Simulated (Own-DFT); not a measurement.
Simulation results for Si3N4 (beta silicon nitride, atoms displaced)

Computed with Own-DFT development build. A calculation, not a measurement: plane-wave PBE density functional theory by an unreviewed code, no spin, of a simulated periodic cell, stress positive in tension, free energy of the whole cell less one offset for each atom, forces on such cells moved up to 12 meV/angstrom on a denser k mesh; offsets are fitted by least squares, one for each functional and potential file, so energies compare only between cells with the same atoms and settings and are not formation energies; the far tail of each file's local potential was reset to the Coulomb form; each entry is a single point on an unrelaxed cell, so the pressure reflects the starting lattice, mostly measured values (interpolated for alloys), from which strain is counted, and rises with the displacements; printed positions are rounded, which can move forces by about a meV/angstrom; the program, named Own-DFT, is a retired in-house code; no spin-orbit coupling; before rounding, a Quantum ESPRESSO 7.3.1 run of the same cell and cutoff gave forces within 1 meV/angstrom rms on each cell, which checks the program and not the settings.

Settings shared by all entries: functional PBE; potential files PseudoDojo norm-conserving, scalar-relativistic, standard set; wave cutoff 42 hartree; occupations Fermi-Dirac; smearing width 0.1 eV; k mesh 2 x 2 x 4 centred on Gamma.

(1) Si3N4 (beta silicon nitride, atoms displaced)

```xyz
112
Lattice="15.2120 0.0000 0.0000 -7.6060 13.1740 0.0000 0.0000 0.0000 5.8180" Properties=species:S:1:pos:R:3 Si3N4
Si    -1.6088     5.0908     0.7362
Si     0.2208     2.6573     0.7054
Si     1.3979     5.4983     0.7356
Si     5.3980     1.5272     2.1777
Si     3.5888     3.9190     2.1735
Si     2.4270     1.1376     2.1547
N      2.3930     0.2138     0.7484
N      6.2218     1.9733     0.7078
N      2.7749     4.3987     0.7232
N      1.3949     6.3855     2.2247
N     -2.3973     4.6162     2.1597
N      1.0589     2.1966     2.1703
N     -0.0067     4.3792     0.7329
N      3.8144     2.2043     2.1585
Si    -1.5936     5.0733     3.6336
Si     0.2157     2.6846     3.6317
Si     1.4078     5.4368     3.6453
Si     5.3946     1.5232     5.1002
Si     3.6150     3.9025     5.1258
Si     2.4059     1.1571     5.1195
N      2.4171     0.1946     3.6384
N      6.2103     1.9879     3.6378
N      2.7756     4.4272     3.6723
N      1.3842     6.3840     5.0867
N     -2.4358     4.6413     5.0607
N      1.0128     2.1420     5.1064
N     -0.0010     4.3897     3.6707
N      3.7807     2.2001     5.0857
Si    -5.4355    11.6211     0.7432
Si    -3.5587     9.2525     0.7078
Si    -2.4299    12.0141     0.7162
Si     1.6269     8.1003     2.1671
Si    -0.2115    10.4862     2.2019
Si    -1.4110     7.7291     2.1701
N     -1.3958     6.8076     0.7065
N      2.3932     8.5558     0.7451
N     -0.9962    11.0111     0.7011
N     -2.4084    12.9841     2.1933
N     -6.2253    11.2111     2.1826
N     -2.7684     8.7988     2.1815
N     -3.8177    10.9632     0.7230
N     -0.0163     8.8161     2.1767
Si    -5.3876    11.6475     3.6686
Si    -3.5900     9.2391     3.6558
Si    -2.4304    12.0438     3.6529
Si     1.6430     8.0767     5.0570
Si    -0.2267    10.5193     5.0921
Si    -1.3957     7.7388     5.1038
N     -1.3888     6.7713     3.6290
N      2.4169     8.5507     3.6480
N     -1.0019    10.9683     3.6148
N     -2.4121    13.0132     5.1179
N     -6.2256    11.1971     5.1026
N     -2.7452     8.7765     5.0880
N     -3.8285    10.9682     3.6303
N      0.0399     8.8063     5.0789
Si     5.9809     5.0379     0.7421
Si     7.7959     2.6550     0.7056
Si     8.9740     5.4750     0.7164
Si    13.0068     1.5103     2.1708
Si    11.2036     3.9310     2.1699
Si    10.0222     1.1446     2.2155
N      9.9936     0.1887     0.7747
N     13.8468     1.9349     0.7372
N     10.3746     4.3573     0.7240
N      8.9894     6.3871     2.1719
N      5.1511     4.6019     2.1832
N      8.6249     2.1853     2.2002
N      7.6329     4.3524     0.7392
N     11.4437     2.1739     2.1700
Si     5.9900     5.0808     3.6284
Si     7.8034     2.6861     3.6168
Si     8.9553     5.4556     3.6356
Si    13.0207     1.5106     5.0908
Si    11.1877     3.9266     5.1040
Si    10.0599     1.1440     5.0697
N     10.0740     0.1848     3.6646
N     13.8321     1.9471     3.6576
N     10.4164     4.3921     3.6207
N      8.9911     6.3893     5.0959
N      5.1580     4.6186     5.1041
N      8.6500     2.1612     5.0881
N      7.5887     4.4127     3.6553
N     11.4136     2.1923     5.1051
Si     2.1864    11.6667     0.7352
Si     4.0161     9.2557     0.7256
Si     5.1729    12.0541     0.6842
Si     9.2140     8.1150     2.1777
Si     7.3833    10.4835     2.1705
Si     6.2016     7.6958     2.2018
N      6.2162     6.8212     0.7553
N     10.0192     8.5545     0.7341
N      6.5354    10.9787     0.7194
N      5.2143    12.9785     2.1735
N      1.3723    11.2044     2.1645
N      4.8361     8.7925     2.1716
N      3.8115    10.9880     0.7208
N      7.5924     8.7846     2.1949
Si     2.1964    11.6726     3.6271
Si     4.0280     9.2563     3.6365
Si     5.2079    12.0021     3.6537
Si     9.2359     8.0927     5.0737
Si     7.3979    10.5060     5.1029
Si     6.2036     7.7377     5.0624
N      6.2179     6.7718     3.6289
N     10.0071     8.6025     3.5963
N      6.5564    10.9667     3.6367
N      5.2007    12.9564     5.1090
N      1.3889    11.2112     5.1041
N      4.8209     8.8251     5.1096
N      3.8315    10.9428     3.6384
N      7.6172     8.7816     5.0866
```

* free energy of cell above offsets: -19.636 eV
* pressure: 5.45 GPa
* stress xx: -3.73 GPa
* stress yy: -5.72 GPa
* stress zz: -6.9 GPa
* stress yz: 0.01 GPa
* stress xz: 0.83 GPa
* stress xy: -0.17 GPa

Force:
```tsv
element	x (eV/Å)	y (eV/Å)	z (eV/Å)
Si	1.033	-0.882	-1.246
Si	-0.401	0.605	0.994
Si	-0.93	-2.185	0.181
Si	-0.299	0.009	0.048
Si	-1.273	-0.573	0.825
Si	0.278	0.644	1.556
N	-0.08	-1.477	-0.923
N	0.121	0.094	0.643
N	-0.237	0.763	0.457
N	0.288	0.379	-0.978
N	-0.998	-0.061	0.609
N	-0.557	0.025	0.319
N	0.413	0.999	-0.022
N	-0.257	-0.087	0.102
Si	0.438	-0.603	-0.179
Si	0.022	-0.498	-0.005
Si	-1.178	-0.764	0.391
Si	-0.731	0.758	-0.613
Si	-1.384	-0.043	-0.878
Si	0.423	-0.525	-0.932
N	-0.145	0.332	0.272
N	0.34	0.107	0.006
N	1.13	-0.532	-0.621
N	0.388	0.198	0.187
N	-0.367	-0.041	1.09
N	-0.222	0.303	-0.919
N	0.309	0.305	-0.247
N	0.728	-0.224	0.111
Si	1.245	1.063	-0.115
Si	-1.033	0.487	0.836
Si	0.078	0.055	0.756
Si	-2.01	0.584	1.089
Si	0.302	0.48	-1.377
Si	1.392	0.764	0.568
N	-0.335	-0.39	0.722
N	1.676	0.147	-1.179
N	-1.07	0.522	1.081
N	0.164	-0.482	-0.355
N	-0.95	-0.484	0.816
N	-0.245	-0.532	0.088
N	0.249	0.219	-0.136
N	0.524	-2.095	-0.045
Si	-0.424	0.436	-0.902
Si	0.03	1.061	-0.98
Si	0.062	-0.661	-0.255
Si	-1.927	1.062	1.356
Si	1.438	-0.814	-0.45
Si	2.342	0.438	-1.298
N	-0.364	1.058	0.069
N	1.471	0.263	-1.107
N	-1.686	1.459	1
N	0.072	-1.487	-0.625
N	-0.51	-0.103	-0.045
N	-0.888	-0.007	-0.12
N	1.368	-0.156	0.322
N	-0.882	-1.011	0.049
Si	1.625	0.799	-0.277
Si	1.432	-0.359	0.348
Si	0.204	-2.023	0.521
Si	0.226	-0.167	0.661
Si	0.541	-1.356	0.082
Si	0.789	0.418	-0.607
N	-0.028	0.999	-1.011
N	0.548	0.397	-0.444
N	-0.846	1.479	0.142
N	0.277	0.358	0.381
N	0.691	0.52	0.301
N	-0.132	-0.299	-0.6
N	-1.244	1.486	-0.088
N	-1.312	1.039	0.182
Si	0.105	-1.11	0.504
Si	0.464	-0.172	0.995
Si	1.074	-1.115	-0.283
Si	-0.672	0.1	0.406
Si	0.597	-0.882	-0.721
Si	-0.245	0.015	1.895
N	-0.458	0.31	-0.721
N	0.884	0.439	-0.837
N	-1.552	1.23	0.382
N	0.357	0.108	-0.646
N	0.771	0.432	-0.363
N	-0.752	0.213	-0.54
N	-0.232	-0.252	-0.127
N	0.491	0.259	-0.126
Si	1.204	-0.47	-0.288
Si	-0.664	1.235	0.57
Si	-0.344	-1.218	2.314
Si	-1.62	0.096	-0.456
Si	-0.374	0.439	0.162
Si	0.646	2.287	-0.674
N	-0.465	-1.964	-1.373
N	1.352	0.199	-0.816
N	1.032	-0.067	0.057
N	0.134	-0.814	0.381
N	-0.304	-0.035	0.975
N	0.181	-1.013	0.558
N	-0.808	-0.269	0.054
N	0.295	-0.884	-0.019
Si	1.018	-1.436	0.383
Si	-0.422	0.353	-0.22
Si	-1.029	0.49	-1.042
Si	-1.398	1.004	0.238
Si	-0.688	-0.469	-0.29
Si	0.671	0.983	1.415
N	-0.471	0.168	0.599
N	0.976	-0.433	1.338
N	1.222	-0.163	0.146
N	0.212	1.046	-1.591
N	-0.66	0.014	-0.775
N	0.924	-1.674	-0.849
N	-1.166	1.265	-0.099
N	0.003	-0.441	-0.096
```

(2) Si3N4 (beta silicon nitride, atoms displaced)

```xyz
112
Lattice="15.2120 0.0000 0.0000 -7.6060 13.1740 0.0000 0.0000 0.0000 5.8180" Properties=species:S:1:pos:R:3 Si3N4
Si    -1.6010     5.1069     0.7246
Si     0.2149     2.6858     0.7141
Si     1.4125     5.4599     0.7263
Si     5.4362     1.5079     2.1645
Si     3.5528     3.9521     2.1720
Si     2.4327     1.1140     2.1466
N      2.4148     0.1915     0.7113
N      6.2137     2.0292     0.7503
N      2.7874     4.4068     0.7405
N      1.3872     6.3928     2.2200
N     -2.4148     4.5846     2.1629
N      1.0160     2.1696     2.2118
N      0.0013     4.3764     0.7433
N      3.8074     2.1591     2.1579
Si    -1.6047     5.0763     3.6244
Si     0.2149     2.6392     3.6384
Si     1.3529     5.4138     3.6577
Si     5.4268     1.5205     5.0897
Si     3.5828     3.9353     5.1226
Si     2.3831     1.1387     5.0956
N      2.4275     0.2208     3.6241
N      6.2131     1.9499     3.6380
N      2.7864     4.3957     3.6188
N      1.3858     6.4158     5.1033
N     -2.4430     4.6025     5.1189
N      1.0058     2.1757     5.0958
N     -0.0176     4.4142     3.6465
N      3.8231     2.1870     5.0641
Si    -5.3834    11.6433     0.7362
Si    -3.5914     9.2527     0.7182
Si    -2.4118    12.0267     0.6822
Si     1.5948     8.1139     2.1598
Si    -0.1988    10.5396     2.1804
Si    -1.3898     7.7175     2.1691
N     -1.4008     6.7915     0.7354
N      2.4393     8.5911     0.7124
N     -1.0497    10.9852     0.6876
N     -2.3970    12.9707     2.1876
N     -6.1966    11.2409     2.1977
N     -2.7854     8.7428     2.1661
N     -3.8237    10.9849     0.7746
N     -0.0299     8.7859     2.1676
Si    -5.4237    11.6632     3.6293
Si    -3.6128     9.2211     3.6648
Si    -2.4435    12.0545     3.6419
Si     1.6159     8.0989     5.1014
Si    -0.2087    10.4971     5.1436
Si    -1.3907     7.7428     5.1033
N     -1.4452     6.8086     3.6602
N      2.4378     8.5878     3.6563
N     -1.0112    11.0169     3.6404
N     -2.3940    12.9808     5.0887
N     -6.2107    11.1925     5.1181
N     -2.8142     8.7873     5.0983
N     -3.7925    10.9968     3.6407
N      0.0276     8.7849     5.0717
Si     5.9631     5.0432     0.7274
Si     7.8292     2.6569     0.7181
Si     9.0133     5.4628     0.7345
Si    13.0138     1.5349     2.1837
Si    11.1806     3.9227     2.1746
Si    10.0093     1.1556     2.1597
N     10.0183     0.2611     0.7124
N     13.8177     1.9777     0.7174
N     10.3777     4.4365     0.7235
N      8.9961     6.3871     2.1805
N      5.1903     4.5929     2.1917
N      8.6446     2.2022     2.1932
N      7.6121     4.3815     0.7457
N     11.4041     2.1790     2.1871
Si     5.9772     5.0704     3.6207
Si     7.8075     2.6971     3.6494
Si     9.0015     5.4092     3.6080
Si    12.9981     1.5253     5.0688
Si    11.2045     3.9668     5.1075
Si     9.9837     1.1194     5.0969
N     10.0594     0.2255     3.6224
N     13.8354     1.9944     3.6341
N     10.3711     4.3999     3.6411
N      9.0206     6.3999     5.0888
N      5.1706     4.6264     5.1196
N      8.6351     2.1781     5.1180
N      7.5903     4.3918     3.6418
N     11.3829     2.1945     5.0554
Si     2.2270    11.6366     0.7407
Si     4.0416     9.2616     0.7206
Si     5.1960    12.0335     0.7347
Si     9.2249     8.0800     2.2095
Si     7.4059    10.5284     2.1603
Si     6.2088     7.7343     2.1888
N      6.1927     6.8111     0.7175
N     10.0471     8.5629     0.7188
N      6.5550    10.9960     0.7444
N      5.1710    12.9472     2.1678
N      1.3915    11.2045     2.2032
N      4.8182     8.7577     2.1711
N      3.7956    10.9817     0.7320
N      7.6099     8.7652     2.1644
Si     2.2229    11.6602     3.6592
Si     3.9952     9.2510     3.6378
Si     5.1848    12.0412     3.6314
Si     9.2149     8.1014     5.0881
Si     7.3795    10.5169     5.0869
Si     6.2688     7.7164     5.0696
N      6.2150     6.8038     3.6228
N     10.0384     8.5757     3.6647
N      6.5967    10.9882     3.6319
N      5.1969    12.9607     5.0396
N      1.3758    11.2165     5.0942
N      4.8455     8.7992     5.0931
N      3.8093    11.0037     3.6351
N      7.6185     8.7669     5.0870
```

- free energy of cell above offsets: -19.617 eV
- pressure: 5.47 GPa
- stress xx: -5.22 GPa
- stress yy: -4.01 GPa
- stress zz: -7.18 GPa
- stress yz: -0.26 GPa
- stress xz: 0.15 GPa
- stress xy: -0.19 GPa

Force:
```tsv
element	x (eV/Å)	y (eV/Å)	z (eV/Å)
Si	0.534	-1.66	0.086
Si	-0.568	-0.511	1.121
Si	-1.409	-0.391	0.719
Si	-1.755	0.153	0.646
Si	1.673	-2.716	0.741
Si	0.285	1.277	0.898
N	-0.453	-0.27	-0.176
N	0.679	-0.402	-1.083
N	-0.836	0.89	-0.559
N	0.313	-0.203	-0.81
N	-0.324	0.474	0.481
N	0.357	-0.334	-1.379
N	0.337	1.452	-0.227
N	0.01	1.474	-0.1
Si	-0.325	-0.309	0.547
Si	-0.267	1.296	-0.044
Si	0.58	0.555	-0.145
Si	-1.177	0.339	0.432
Si	0.563	-1.765	-1.416
Si	1.763	0.635	-0.681
N	-0.619	-0.775	0.363
N	1.47	0.663	-0.1
N	-0.883	0.89	1.319
N	0.311	-1.367	-0.126
N	1.055	0.921	-0.895
N	0.247	-0.167	0.002
N	0.048	-1.226	0.107
N	-0.983	0.532	0.372
Si	0.107	0.198	-0.138
Si	-0.279	0.913	1.003
Si	-1.106	-0.118	1.597
Si	-0.357	0.688	0.858
Si	-0.878	-0.754	0.428
Si	0.055	1.149	0.937
N	-0.083	0.161	-0.501
N	-0.153	-0.465	0.534
N	0.384	0.138	1.74
N	0.356	-0.113	-1.073
N	-1.795	-0.804	-0.822
N	-0.394	-0.063	0.638
N	1.315	-0.324	-0.475
N	0.897	0.182	-0.095
Si	1.69	0.206	1.236
Si	1.027	2.012	-1.516
Si	0.637	-1.134	-0.464
Si	-0.326	1.176	-0.47
Si	0.287	-0.085	-2.638
Si	0.357	1.036	-0.214
N	-0.008	-0.589	-0.517
N	-0.935	-0.761	-0.79
N	-0.059	0.125	0.366
N	0.173	0.353	0.074
N	-0.939	-0.065	-0.615
N	1.514	-1.104	0.077
N	-0.806	-0.92	0.183
N	-0.803	-0.363	0.324
Si	2.492	0.984	0.537
Si	-0.174	1.077	0.963
Si	-1.63	-0.623	-0.687
Si	-0.911	-0.462	-0.381
Si	0.372	-1.137	0.138
Si	0.803	0.488	0.889
N	-0.468	-2.817	0.731
N	0.742	-0.01	-0.086
N	0.488	-0.052	0.41
N	0.399	-0.252	0.365
N	-1.306	-0.042	-0.24
N	-0.543	-0.087	0.04
N	-0.195	0.673	-0.195
N	0.167	0.971	-0.197
Si	1.068	0.128	0.924
Si	0.139	-0.736	-0.078
Si	-1.019	0.695	1.097
Si	-1.177	0.11	0.441
Si	-0.685	-2.297	-0.429
Si	1.572	1.586	-1.259
N	-0.853	-0.984	0.101
N	0.093	-0.251	-0.121
N	0.562	0.169	-0.245
N	0.106	-0.87	-0.53
N	-0.669	-0.062	-1.358
N	-0.666	0.012	-1.104
N	-0.156	0.515	0.041
N	0.235	0.646	0.345
Si	-0.204	1.025	-0.189
Si	-0.106	0.447	-0.065
Si	-1.057	-0.062	-1.012
Si	-0.697	1.241	-0.894
Si	0.344	-1.186	0.783
Si	0.623	0.611	-0.907
N	-0.266	-1.313	0.236
N	-0.439	-0.423	0.69
N	0.806	-0.089	-0.722
N	0.652	1.49	0.298
N	-0.18	0.119	-0.529
N	-0.183	-0.001	0.576
N	0.767	-0.004	-0.035
N	0.403	0.801	0.171
Si	0.203	0.433	-0.295
Si	1.174	1.095	0.041
Si	-0.043	-1.112	-0.652
Si	-0.597	0.394	0.721
Si	0.488	-0.917	0.285
Si	-0.853	1.019	0.711
N	-0.393	-1.102	0.115
N	-0.488	-0.527	-0.769
N	-0.304	0.585	-0.276
N	0.44	0.724	1.766
N	-0.078	0.048	0.661
N	0.51	-0.726	-0.528
N	0.001	-1.007	0.016
N	0.183	0.935	-0.067
```
